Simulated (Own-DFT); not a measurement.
# Computed records: GaP (zincblende, strongly disordered by large displacements)

Computed with Own-DFT development build. A calculation, not a measurement: plane-wave PBE density functional theory by an unreviewed code, no spin, of a simulated periodic cell, stress positive in tension, free energy of the whole cell less one offset for each atom, forces on such cells passed a denser k mesh, this cell's mesh not checked; broken bonds can close the gap or carry spin, so checks made on this kind of crystal may not hold here; offsets are fitted by least squares, one for each functional and potential file, so energies compare only between cells with the same atoms and settings and are not formation energies; the far tail of each file's local potential was reset to the Coulomb form; each entry is a single point on an unrelaxed cell, so the pressure reflects the starting lattice, mostly measured values (interpolated for alloys), from which strain is counted, and rises with the displacements; printed positions are rounded, which can move forces by about a meV/angstrom; the program, named Own-DFT, is a retired in-house code; no spin-orbit coupling.

GaP (zincblende, strongly disordered by large displacements)

```
CELL_PARAMETERS angstrom
10.90100 0.00000 0.00000
0.00000 10.90100 0.00000
0.00000 0.00000 10.90100
ATOMIC_POSITIONS crystal
Ga 0.02249 0.01786 0.95048
Ga 0.06747 0.28500 0.24690
Ga 0.24879 0.99668 0.27448
Ga 0.28282 0.16130 0.99762
P 0.12148 0.12125 0.04638
P 0.14488 0.39238 0.37198
P 0.34096 0.12194 0.34836
P 0.37147 0.38425 0.18023
Ga 0.02043 0.07788 0.47707
Ga 0.99362 0.26232 0.74277
Ga 0.25638 0.06547 0.75796
Ga 0.20910 0.25398 0.45402
P 0.14578 0.09578 0.62809
P 0.14769 0.39543 0.91221
P 0.37386 0.07228 0.88208
P 0.34158 0.35608 0.57992
Ga 0.96356 0.49730 0.98078
Ga 0.02797 0.68167 0.28174
Ga 0.26484 0.51908 0.25241
Ga 0.21199 0.67489 0.98076
P 0.10505 0.56369 0.12056
P 0.16942 0.86999 0.35584
P 0.35691 0.61171 0.39359
P 0.33954 0.91027 0.15673
Ga 0.04604 0.50666 0.47343
Ga 0.01765 0.75171 0.77585
Ga 0.18926 0.53446 0.81972
Ga 0.24024 0.73993 0.44002
P 0.20780 0.60004 0.62700
P 0.11577 0.87575 0.92214
P 0.35772 0.55495 0.85411
P 0.40263 0.88930 0.64964
Ga 0.39839 0.95039 0.99881
Ga 0.50948 0.31352 0.25747
Ga 0.73350 0.05837 0.28859
Ga 0.68455 0.23891 0.00860
P 0.62992 0.09821 0.10933
P 0.61364 0.36875 0.41947
P 0.87366 0.07852 0.38502
P 0.86667 0.40378 0.14171
Ga 0.45152 0.01892 0.55100
Ga 0.55144 0.25816 0.71459
Ga 0.71678 0.01491 0.73925
Ga 0.72427 0.25766 0.48503
P 0.57497 0.07666 0.66121
P 0.61756 0.40438 0.88056
P 0.87559 0.12643 0.89365
P 0.88066 0.38552 0.66529
Ga 0.49282 0.50582 0.97626
Ga 0.47677 0.74560 0.21768
Ga 0.77641 0.48455 0.26615
Ga 0.74815 0.75497 0.95355
P 0.61351 0.61119 0.12507
P 0.59519 0.93474 0.38964
P 0.84128 0.60569 0.37165
P 0.87357 0.89114 0.14946
Ga 0.46913 0.44919 0.47105
Ga 0.50021 0.70799 0.70765
Ga 0.73566 0.51393 0.71972
Ga 0.76073 0.71029 0.48762
P 0.63916 0.56925 0.56506
P 0.61540 0.89939 0.83313
P 0.84348 0.59080 0.89801
P 0.89158 0.87962 0.67604
```

| Item | Value |
| --- | --- |
| functional | PBE |
| potential files | PseudoDojo norm-conserving, scalar-relativistic, standard set |
| wave cutoff | 42 hartree |
| occupations | Fermi-Dirac |
| smearing width | 0.1 eV |
| hardware | one NVIDIA H100 |
| k mesh | 3 x 3 x 3 centred on Gamma |
| free energy of cell above offsets | 64.514 eV |
| pressure | 26.26 GPa |
| stress xx | -28.01 GPa |
| stress yy | -25.63 GPa |
| stress zz | -25.15 GPa |
| stress yz | 1.47 GPa |
| stress xz | -3.58 GPa |
| stress xy | 4.47 GPa |
| wall time | 698.3 s |

Force:
```
element  x (eV/Å)  y (eV/Å)  z (eV/Å)
     Ga    -8.788    -0.518     -1.74
     Ga    -4.169    -3.894    -5.931
     Ga    -4.749     5.601    -2.546
     Ga     1.963     8.161     4.273
      P    -2.436     5.321     10.23
      P     0.513     5.902    -2.878
      P     5.559     7.284     4.725
      P    -3.723     -0.52    -7.422
     Ga      5.63    -1.402     3.128
     Ga     2.959     -3.71     3.177
     Ga    -1.453    -3.239    -1.413
     Ga     4.261    -7.901     4.955
      P    -5.377     3.103    -4.677
      P    -3.882    -8.686     4.372
      P     10.65      4.21    -6.502
      P    -0.474    -0.902     3.834
     Ga     5.372    -5.313     3.303
     Ga    -0.539     1.813    -0.603
     Ga    -2.506     1.611    -1.093
     Ga     0.309     2.818     1.072
      P     0.421     1.059     1.305
      P    -11.04    -0.562     1.375
      P     6.186    -1.305    -1.194
      P     3.593    -8.552    -0.447
     Ga    -3.755     4.179     4.826
     Ga    -0.017    -0.825     0.358
     Ga     -6.97     4.598    -7.997
     Ga     0.085    -2.549     7.371
      P    -1.421     0.213    -1.863
      P     5.442    -8.686    -2.503
      P     7.868     3.834    -0.733
      P    -4.401    -7.905      5.91
     Ga     5.419    -5.857    -0.828
     Ga     5.772    -5.381     1.619
     Ga    -7.226     -2.17    -6.133
     Ga      3.17     4.536    -2.577
      P    -2.545    -3.273     3.053
      P     2.327     2.615    -7.408
      P     1.137     2.439     1.618
      P     3.928    -6.458     -5.25
     Ga    -2.314       4.6    -12.81
     Ga    -1.252     3.947     0.817
     Ga      12.3     0.248     1.517
     Ga     7.819    -7.318     5.492
      P    -0.327     4.955    -0.637
      P     2.815    -3.967    -2.897
      P    -3.222     2.454    -2.517
      P    -1.514     1.588    -4.732
     Ga    -0.495      1.18     5.646
     Ga    -0.034     0.562     1.155
     Ga     -7.97    -1.894     0.015
     Ga    -1.112     2.552     2.116
      P     0.302     0.763     -0.62
      P    -0.146    -1.786    -0.003
      P     8.113     1.969     0.574
      P    -0.077    -0.648    -0.666
     Ga    -5.906     5.346     2.261
     Ga     0.417    -0.276     0.464
     Ga     1.222    -0.461     3.709
     Ga    -2.742      7.53      5.37
      P    -3.471     1.509    -0.094
      P    -3.772    -6.891     5.003
      P    -4.556     4.434    -5.874
      P    -1.174    -0.088    -2.053
```
